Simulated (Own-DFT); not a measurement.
# Stretching a layer in its plane: diamond-structure SiGeSn with randomly placed atoms, 64 atoms (Ge44Si16Sn4)

No measurement is shown. These are fixed-geometry runs of a retired plane-wave code named Own-DFT, which no person has reviewed; spin and spin-orbit coupling are neglected.

Settings: PBE; PseudoDojo norm-conserving scalar-relativistic files; cutoff 49 hartree; 3 x 3 x 3 k mesh centred on Gamma; Fermi-Dirac smearing of 0.1 eV.

Caveats: forces on such cells moved up to 12 meV/angstrom on a denser k mesh; stress not checked against mesh or cutoff.

Unstrained cell vectors in Å: (11.306, 0.000, 0.000); (0.000, 11.306, 0.000); (0.000, 0.000, 11.306). The unstrained cell has measured lattice constants (interpolated for alloys), not those of this functional. That, the random moves and any unrelaxed bonds set the pressure at no strain. Each run strains x and y alike by e, as a substrate would, and holds the height along z. All atoms carry random offsets, Gaussian with a width of 0.05 Å per axis. The random placing of the alloy's atoms differs from row to row. Stress is positive in tension.

| e (%) | u (Å) | (s_xx + s_yy)/2 (GPa) | s_zz (GPa) |
|---|---|---|---|
| -2.75 | 0.052 | -10.42 | -8.22 |
| -2.50 | 0.053 | -9.64 | -7.75 |
| -2.25 | 0.050 | -9.02 | -7.40 |
| -1.75 | 0.052 | -7.98 | -6.86 |
| -1.50 | 0.047 | -7.00 | -5.89 |
| -1.00 | 0.054 | -6.48 | -5.82 |
| 0.25 | 0.049 | ? | ? |
| 1.25 | 0.051 | -2.23 | -2.84 |
| 1.75 | 0.047 | -1.39 | -2.46 |
| 2.75 | 0.049 | 0.14 | -1.50 |

## Working it out

With e as a fraction, the in-plane stress is -4.3 + 188 e - 1026 e² GPa (errors 3 and 266, scatter 0.19), and s_zz is -4.3 + 121 e - 704 e² GPa (slope ± 4, scatter 0.21). At e = 0 the first slope is C11 + C12 and the second 2 C12, both with the ions held to the strained lattice and at the cell's own pressure. The term in e² is negative: the layer stiffens under compression and softens under tension. A free layer would change its height as e changes, and the in-plane slope would drop by 2 C12²/C11 to the biaxial modulus. At fixed height, a misfit of 1 % moves the in-plane stress by about 1.9 GPa and s_zz by 1.2 GPa.

## The run left out

Asked: what are the two stresses at e = 0.25 %?

The fit gives -3.9 and -4.0 GPa. The calculation gave -3.85 and -4.01 GPa.
